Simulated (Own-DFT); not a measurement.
# Response to strain: grey tin, 32 atoms (Sn32)

These are calculations, not measurements. They come from Own-DFT, an in-house plane-wave density functional program, since retired, whose code no person has reviewed. Each row is one single-point run on a periodic cell that was not relaxed, without spin or spin-orbit coupling.

Settings of every run: PBE; PseudoDojo norm-conserving scalar-relativistic files; cutoff 42 hartree; 3 x 3 x 5 k mesh centred on Gamma; cold (Marzari-Vanderbilt) smearing of 0.2 eV.

Known limits: forces on such cells failed a check on a denser k mesh; stress not checked against mesh or cutoff.

Unstrained cell vectors in Å: (12.978, 0.000, 0.000); (0.000, 12.978, 0.000); (0.000, 0.000, 6.489). The unstrained cell has measured lattice constants (interpolated for alloys), not those of this functional. That, the random moves and any unrelaxed bonds set the pressure at no strain. Each run strains this cell uniformly, with the atoms carried along. Every atom was also moved at random, by a Gaussian of width 0.05 Å on each axis. Strain is the symmetric tensor, in per cent. Stress is positive in tension, and the pressure is minus a third of its trace.

```
run  e_xx (%)  e_yy (%)  e_zz (%)  s_xx (GPa)  s_yy (GPa)  s_zz (GPa)  P (GPa)  E (meV/atom)
  1      0.50      0.50      0.00       -3.01       -3.06       -3.10     3.05          11.2
  2     -2.25     -2.25      0.00       -6.53       -6.46       -5.68     6.22          71.3
  3      2.00      2.00      0.00       -1.52       -1.51       -2.07     1.70           0.0
  4     -2.25     -2.25      0.00       -6.54       -6.51       -5.82     6.29          76.5
  5      1.50      1.50      0.00       -2.10       -1.94       -2.48     2.18           8.6
  6     -0.75     -0.75      0.00       -4.60       -4.61       -4.37     4.52          47.4
  7     -1.75     -1.75      0.00       -5.80       -5.88       -5.41     5.70          66.6
  8     -1.75     -1.75      0.00       -5.72       -5.68       -5.16     5.52          49.5
  9      0.50      0.50      0.00       -2.99       -3.02       -3.16     3.06          13.0
 10      1.50      1.50      0.00       -1.98       -1.98       -2.37     2.11           2.9
 11      2.00      2.00      0.00       -1.60       -1.60       -2.19     1.80          10.5
 12     -0.75     -0.75      0.00       -4.44       -4.44       -4.25     4.38          34.6
 13     -0.25     -0.25      0.00           ?           ?           ?        ?             ?
```

E is the free energy for each atom above the lowest run shown.

## Worked fit

The change of volume is close to e_xx + e_yy + e_zz. A straight line through the runs shown gives P = 3.76 - 53 x (fractional change of volume) GPa, with an error of 1 on the slope and a scatter of 0.14 GPa. The strain isn't the same on all axes, but the crystal is cubic, so the slope still estimates the bulk modulus, averaged over pressures from 1.7 to 6.3 GPa.

## Withheld run

Question: what pressure should run 13 give? Its volume changes by -0.50 %.

The line gives 4.0 GPa. The calculation gave 3.90 GPa.
